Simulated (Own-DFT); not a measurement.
# Computed records: AlGa₃N₄ (wurtzite random alloy, strained, atoms displaced), Si₇Ge (layered order of Si and Ge on the diamond lattice, atoms displaced)

All values are calculated (Own-DFT development build). A calculation, not a measurement: plane-wave density functional theory by an unreviewed code, no spin, of a simulated periodic cell, stress positive in tension, run twice, with PBE and with PBEsol, both on files made for PBE, so the change isn't that of files made for PBEsol, forces on such cells passed a denser k mesh, this cell's mesh not checked; the far tail of each file's local potential was reset to the Coulomb form; each entry is a single point on an unrelaxed cell, so the pressure reflects the starting lattice, mostly measured values (interpolated for alloys), from which strain is counted, and rises with the displacements; printed positions are rounded, which can move forces by about a meV/angstrom; the program, named Own-DFT, is a retired in-house code; no spin-orbit coupling; stress was not checked against mesh or cutoff.

Common to all runs: functional PBE, then PBEsol; potential files PseudoDojo norm-conserving, scalar-relativistic, standard set; wave cutoff 42 hartree; occupations Fermi-Dirac; smearing width 0.1 eV.

(1) 
```xyz
72
Lattice="9.4142 0.0000 0.0000 -4.7071 8.1529 0.0000 0.0000 0.0000 10.2685" Properties=species:S:1:pos:R:3:PBE_force_x:R:1:PBE_force_y:R:1:PBE_force_z:R:1:PBEsol_force_x:R:1:PBEsol_force_y:R:1:PBEsol_force_z:R:1 formula=AlGa3N4 k_mesh=4_x_4_x_3_centred_on_Gamma PBE_pressure=11.57 PBE_stress_xx=-11.73 PBE_stress_yy=-13.69 PBE_stress_zz=-9.29 PBE_stress_yz=0 PBE_stress_xz=-0.7 PBE_stress_xy=1.02 PBEsol_pressure=6.51 PBEsol_stress_xx=-6.64 PBEsol_stress_yy=-8.58 PBEsol_stress_zz=-4.31 PBEsol_stress_yz=0 PBEsol_stress_xz=-0.68 PBEsol_stress_xy=0.98 rms_change_of_force_components_from_PBE_to_PBEsol=0.072
Ga     0.0661     1.7358     0.0504     -1.033      0.261      0.175     -1.008      0.276      0.176
Ga     1.5320     0.8860     2.5585      1.012      1.094     -0.477      0.984      1.072     -0.458
N     -0.0012     1.8699     1.9764     -0.999     -2.302     -0.049     -0.843     -2.193     -0.089
N      1.6145     0.9064     4.4332     -0.535      0.364      2.316     -0.519      0.355      2.277
Ga     0.0636     1.8526     5.2778     -0.897     -0.633     -4.875     -0.869     -0.625     -4.757
Ga     1.4878     0.8593     7.6540      2.448      1.448      2.057      2.398      1.384      2.004
N     -0.0072     1.8099     7.0557      0.091      0.437      2.031      0.098      0.236      1.899
N      1.6512     0.8865     9.7080     -1.221      0.724      -1.87     -1.212      0.696      -1.81
Al    -1.5380     4.5463     0.0993      -0.88     -0.483     -0.708     -0.884     -0.483     -0.698
Ga     0.1105     3.5942     2.6248     -1.892      0.682     -0.573     -1.832      0.658     -0.562
N     -1.5802     4.5408     1.9975      0.369      0.599       0.12      0.477      0.527      0.176
N      0.0439     3.6682     4.5017     -1.423     -1.503      0.533     -1.378     -1.469      0.526
Ga    -1.6022     4.5367     5.0856       0.66     -1.309      0.234      0.632     -1.268      0.257
Al    -0.0341     3.5241     7.7182     -0.378      2.462      0.982     -0.376      2.458      0.987
N     -1.5501     4.5168     6.9637      0.442      -0.52      2.142      0.312     -0.438      2.038
N     -0.1002     3.5146     9.7161      1.382      2.176      -1.61       1.39      1.974     -1.537
Ga    -3.1562     7.2964    10.2486      0.828      -1.76       1.28      0.803     -1.704      1.228
Al    -1.4980     6.3581     2.6289     -1.769     -0.684     -1.075     -1.766     -0.691     -1.067
N     -3.1582     7.2604     2.0256      1.354     -1.012     -0.973      1.201     -0.907     -0.986
N     -1.5569     6.2993     4.5171      0.162      0.979     -1.273     -0.019      0.853     -1.148
Ga    -3.0706     7.2371     5.0955     -1.257       0.73      0.396     -1.237      0.708      0.384
Ga    -1.6172     6.3837     7.6658       2.03     -1.752      1.103      1.983     -1.687      1.079
N     -3.0907     7.2893     7.1179     -1.971     -0.929     -2.106     -1.924     -0.908     -2.061
N     -1.5838     6.3148     9.6156      0.188     -0.716      0.945       0.18     -0.548      0.874
Ga     3.1647     1.7970     0.0358      0.589      0.257      0.379      0.573      0.247      0.361
Al     4.6888     0.8341     2.6224      0.873      2.107     -1.154      0.894      2.098     -1.169
N      3.2454     1.7620     1.9629     -1.339      0.667      0.236     -1.471      0.741      0.155
N      4.7206     0.9443     4.4260     -1.888      -2.15      1.332     -1.827     -1.968      1.474
Ga     3.1238     1.8510     5.2073       0.68     -0.045     -0.957      0.674      -0.05      -0.95
Ga     4.7133     0.8786     7.6409       1.38     -1.267      2.161      1.339      -1.24      2.115
N      3.2647     1.7709     7.1355     -4.066      2.581     -0.993     -3.962      2.398     -1.036
N      4.6905     0.9149     9.6218      0.497     -0.926     -0.057      0.487     -0.896     -0.039
Al     1.5418     4.5850    10.2635     -0.058      -1.43     -0.531     -0.059      -1.43     -0.522
Ga     3.1077     3.6480     2.6214        1.9     -0.943     -1.008      1.829     -0.917     -0.976
N      1.5956     4.4737     1.9046     -0.099      1.696     -1.192     -0.099      1.645     -0.983
N      3.1232     3.6758     4.4998      0.451     -0.289      1.034      0.433     -0.297      1.005
Ga     1.5154     4.5032     5.1800      1.552      1.201     -0.362      1.521      1.183     -0.368
Al     3.0906     3.6537     7.7360      1.316     -1.131     -0.665      1.341     -1.121     -0.687
N      1.5651     4.5037     7.0732     -0.411     -2.025      1.039      -0.43     -1.819      0.899
N      3.0775     3.5619     9.5907      -0.23      2.014      0.408      -0.11      1.891      0.535
Ga     0.0095     7.2180     0.0542     -0.733      0.942     -1.422     -0.711      0.942     -1.413
Ga     1.5526     6.3590     2.5424      -0.06       -1.1      1.337     -0.038     -1.082      1.307
N     -0.0182     7.2830     1.9757     -0.301     -0.855      0.164     -0.144     -0.942      0.029
N      1.5327     6.3091     4.5436     -0.688      1.066     -0.357     -0.561      0.975     -0.394
Al    -0.1188     7.2216     5.1027      2.814      0.955      1.123      2.806      0.977      1.146
Ga     1.6513     6.2761     7.6141     -2.218      1.272      0.813     -2.177      1.264      0.798
N     -0.0078     7.2358     7.0939      0.348     -0.737     -2.021      0.335      -0.71     -1.855
N      1.5477     6.3649     9.5666      0.316     -1.489      0.907      0.317     -1.308      0.849
Ga     6.2340     1.8279     0.0013      0.559     -1.305      0.848      0.532     -1.266      0.819
Al     7.8248     0.8273     2.5426     -0.327      2.313      0.216     -0.315       2.31      0.192
N      6.2192     1.8579     1.9844      0.736     -1.178      0.349       0.72     -1.181      0.202
N      7.7852     0.8538     4.4507      1.065      1.846     -0.057      1.025      1.778      0.111
Ga     6.1879     1.7840     5.1338      1.739      0.169     -0.196      1.691       0.17     -0.179
Ga     7.8519     0.9050     7.6320      -1.36     -0.189      1.755     -1.331     -0.204      1.701
N      6.2436     1.7712     7.0442      1.081      0.872      0.267       1.05      0.846      0.258
N      7.8536     0.8348     9.6783      0.106      1.884     -1.195      0.109      1.831     -1.162
Ga     4.7131     4.5246    10.2554     -0.117      0.175     -0.115     -0.104      0.168     -0.104
Al     6.2389     3.6489     2.5570      1.054     -0.641      0.669      1.062     -0.645      0.698
N      4.8224     4.6113     1.9237       -1.7     -0.896      0.247      -1.82     -0.765      0.173
N      6.2489     3.6168     4.5849      1.057     -0.658     -2.719      1.025     -0.631     -2.542
Ga     4.8010     4.5517     5.1153     -2.387       0.48      0.242     -2.321      0.466      0.256
Ga     6.2381     3.6403     7.7093      1.559      -0.79      0.335      1.508     -0.767      0.304
N      4.7535     4.5230     7.0424     -2.285     -0.116      0.479     -2.119     -0.043      0.427
N      6.3077     3.5672     9.6762      0.405      2.183     -0.575      0.271      2.063     -0.608
Ga     3.1290     7.2507    10.2275       0.08       -1.2      0.502       0.08      -1.16      0.477
Ga     4.6600     6.3825     2.5834      0.859     -0.453     -0.088      0.841     -0.448     -0.094
N      3.1019     7.2262     1.9519      0.115      0.835     -0.822      0.113      0.637     -0.851
N      4.7050     6.3808     4.5061      0.764     -0.395      0.365      0.747     -0.387       0.35
Ga     3.1712     7.2887     5.1100     -1.332     -1.017     -0.008     -1.299     -0.993      0.001
Ga     4.6744     6.3227     7.6043       0.75      0.432      1.167      0.744      0.428      1.145
N      3.1162     7.2603     7.0394      0.988      0.016     -0.322       0.97      0.004     -0.317
N      4.7369     6.3942     9.5911     -0.746     -1.094     -0.284     -0.732     -1.068     -0.267
```

Units: PBE_pressure, PBE_stress_xx, PBE_stress_yy, PBE_stress_zz, PBE_stress_yz, PBE_stress_xz, PBE_stress_xy, PBEsol_pressure, PBEsol_stress_xx, PBEsol_stress_yy, PBEsol_stress_zz, PBEsol_stress_yz, PBEsol_stress_xz, PBEsol_stress_xy in GPa; rms_change_of_force_components_from_PBE_to_PBEsol, PBE_force_x, PBE_force_y, PBE_force_z, PBEsol_force_x, PBEsol_force_y, PBEsol_force_z in eV/Å.

(2) 
```xyz
64
Lattice="10.9187 0.0000 0.0000 0.0000 10.9187 0.0000 0.0000 0.0000 10.9187" Properties=species:S:1:pos:R:3:PBE_force_x:R:1:PBE_force_y:R:1:PBE_force_z:R:1:PBEsol_force_x:R:1:PBEsol_force_y:R:1:PBEsol_force_z:R:1 formula=Si7Ge k_mesh=3_x_3_x_3_centred_on_Gamma PBE_pressure=2.77 PBE_stress_xx=-2.87 PBE_stress_yy=-2.68 PBE_stress_zz=-2.76 PBE_stress_yz=0.32 PBE_stress_xz=-0.14 PBE_stress_xy=0.03 PBEsol_pressure=1.26 PBEsol_stress_xx=-1.35 PBEsol_stress_yy=-1.17 PBEsol_stress_zz=-1.25 PBEsol_stress_yz=0.31 PBEsol_stress_xz=-0.13 PBEsol_stress_xy=0.01 rms_change_of_force_components_from_PBE_to_PBEsol=0.036
Ge    10.8651     0.0532    10.8655      1.142     -0.954      0.943      1.118     -0.934       0.92
Si    10.9057     2.7417     2.6647      0.544      0.149      0.215       0.55      0.135      0.203
Si     2.6867     0.0279     2.7247      0.868      0.727      -0.07      0.859      0.732     -0.071
Ge     2.7869     2.6972    10.9052     -0.653      1.344     -0.035     -0.639      1.314     -0.035
Si     1.4242     1.4111     1.2469     -1.272     -0.957      1.676      -1.24     -0.931      1.548
Si     1.3536     4.1919     4.0405     -1.497     -1.326      1.051     -1.502     -1.318      1.038
Si     4.1157     1.5024     4.1730     -0.275     -0.614     -1.142     -0.266     -0.591      -1.13
Si     3.9586     4.0549     1.4567      1.604       1.02     -0.473      1.555       0.98     -0.549
Si     0.0335     0.0453     5.4787      0.035      -0.01     -1.136      0.041     -0.008     -1.144
Si    10.9130     2.6600     8.2674       0.01      0.771     -0.814      0.001       0.76     -0.799
Si     2.7848     0.0115     8.1873     -1.205     -0.188      0.752     -1.195     -0.186       0.76
Si     2.6765     2.8606     5.4501      0.077     -0.559      0.508       0.06      -0.54      0.502
Si     1.3709     1.3637     6.8679        0.3      0.328     -0.311      0.309      0.327     -0.304
Si     1.4264     4.0569     9.4925     -0.844      0.038      0.563     -0.827      0.024      0.646
Si     4.0366     1.3125     9.6733      1.375     -0.054     -2.195      1.355     -0.042     -2.054
Si     4.0835     4.0936     6.8951     -0.123      0.196     -0.232     -0.117      0.185     -0.222
Ge    10.8561     5.4556    10.8722      0.619     -1.289      0.246      0.604     -1.258      0.241
Si     0.0361     8.2536     2.7402     -0.228     -1.083     -0.074     -0.222     -1.068      -0.07
Si     2.6578     5.4354     2.7965      0.045      1.107     -1.601       0.05      1.111     -1.603
Ge     2.6218     8.1425    10.8108      1.145     -0.111      2.102      1.116     -0.113      2.055
Si     1.2427     6.7922     1.3380       0.94      0.186      0.714      0.919      0.169      0.608
Si     1.4452     9.4953     4.0361     -0.561      1.247      0.893     -0.548      1.222      0.892
Si     3.9655     6.8246     4.0522      1.448     -0.129      0.824      1.428     -0.133      0.817
Si     4.1097     9.5775     1.3799     -1.808     -0.682      0.311     -1.776     -0.644      0.207
Si    10.8737     5.4409     5.5059      0.545      0.662     -1.183      0.535       0.65     -1.171
Si    10.8799     8.1867     8.1808     -0.069      0.035     -0.168     -0.082      0.034     -0.154
Si     2.6914     5.4426     8.2010     -0.011      0.886     -0.897     -0.021      0.894     -0.891
Si     2.8046     8.2649     5.4635      -1.11     -0.962     -0.262     -1.084     -0.952     -0.248
Si     1.2938     6.8939     6.7456      0.859     -0.292      0.734      0.855     -0.282      0.714
Si     1.3207     9.4883     9.5946     -0.448      1.486     -1.907     -0.431      1.465     -1.781
Si     4.0396     6.8099     9.5486     -0.146      0.559     -1.609     -0.139      0.556     -1.484
Si     4.0357     9.6505     6.7686      1.142     -0.741      1.056      1.129     -0.731      1.056
Ge     5.3857    10.8874     0.0542      1.874      0.416     -0.152      1.827      0.408     -0.151
Si     5.5406     2.8250     2.6818     -1.438      -0.02      1.143     -1.429     -0.005      1.115
Si     8.1957     0.0358     2.6932      0.252     -0.813      0.741      0.259     -0.816       0.72
Ge     8.1455     2.6487     0.0486      0.422      1.193     -0.205      0.416      1.164     -0.198
Si     6.8306     1.4613     1.4748     -0.606     -1.908     -0.694     -0.575     -1.876     -0.782
Si     6.8476     4.0298     4.1461      0.326      1.118      0.105      0.331      1.098      0.113
Si     9.4935     1.4989     4.0969      1.134     -1.568     -0.427      1.117     -1.544      -0.43
Si     9.5044     4.1087     1.3941      0.377      -0.36     -0.385      0.369     -0.362     -0.479
Si     5.3870    10.8981     5.4345       1.18      0.834     -0.335      1.171      0.816     -0.342
Si     5.4541     2.7476     8.2217     -0.359     -1.112     -0.286     -0.372     -1.119     -0.272
Si     8.1799    10.8578     8.2463     -0.372      1.104     -0.624     -0.375      1.093     -0.602
Si     8.2171     2.6937     5.5258      0.297      1.495     -0.767      0.309      1.492     -0.748
Si     6.8292     1.4682     6.7056     -1.148      -2.13      2.065     -1.151     -2.112       2.04
Si     6.8713     4.0047     9.4874     -0.136      1.237       0.15     -0.107      1.219      0.237
Si     9.5519     1.3882     9.6207     -1.061     -0.352     -1.407     -1.057     -0.355     -1.281
Si     9.5793     4.1085     6.8032     -0.074     -0.821      0.975     -0.068     -0.822      0.974
Ge     5.4227     5.5363    10.8017      0.499     -1.891      1.196       0.49     -1.842      1.162
Si     5.3361     8.1691     2.6898      1.505     -0.457      0.485      1.492     -0.456       0.48
Si     8.2805     5.4496     2.7744     -1.491      0.257       0.02     -1.479      0.257      0.026
Ge     8.2485     8.2976    10.8689     -0.336     -2.353      0.347     -0.321     -2.297      0.335
Si     6.8228     6.7776     1.3220      0.323      0.698       0.79      0.314      0.679      0.697
Si     6.8452     9.4858     4.1603     -0.972      0.769     -1.325     -0.962       0.76     -1.317
Si     9.5716     6.8616     4.0819      0.206      0.097      0.362      0.214      0.104      0.356
Si     9.6202     9.4666     1.3213     -0.171      1.928      1.057     -0.186      1.896      0.935
Si     5.4500     5.4319     5.5206     -0.216      0.183     -0.924     -0.223      0.184     -0.918
Si     5.4564     8.1390     8.1198     -0.427      0.192      0.004     -0.432      0.185     -0.005
Si     8.2197     5.4794     8.1250     -0.267     -0.817      0.485     -0.272     -0.808      0.485
Si     8.1986     8.2025     5.4693       0.73     -0.045      0.217      0.737     -0.046      0.229
Si     6.8921     6.7953     6.7766     -0.708      0.284      0.125     -0.695       0.28       0.12
Si     6.8044     9.4472     9.5618     -0.903      1.333     -0.869     -0.884      1.297     -0.757
Si     9.5573     6.7413     9.5248     -0.519      1.408     -0.745     -0.494      1.381      -0.63
Si     9.5859     9.6402     6.8004     -0.364     -0.691      0.399     -0.358     -0.678      0.389
```

Units: PBE_pressure, PBE_stress_xx, PBE_stress_yy, PBE_stress_zz, PBE_stress_yz, PBE_stress_xz, PBE_stress_xy, PBEsol_pressure, PBEsol_stress_xx, PBEsol_stress_yy, PBEsol_stress_zz, PBEsol_stress_yz, PBEsol_stress_xz, PBEsol_stress_xy in GPa; rms_change_of_force_components_from_PBE_to_PBEsol, PBE_force_x, PBE_force_y, PBE_force_z, PBEsol_force_x, PBEsol_force_y, PBEsol_force_z in eV/Å.
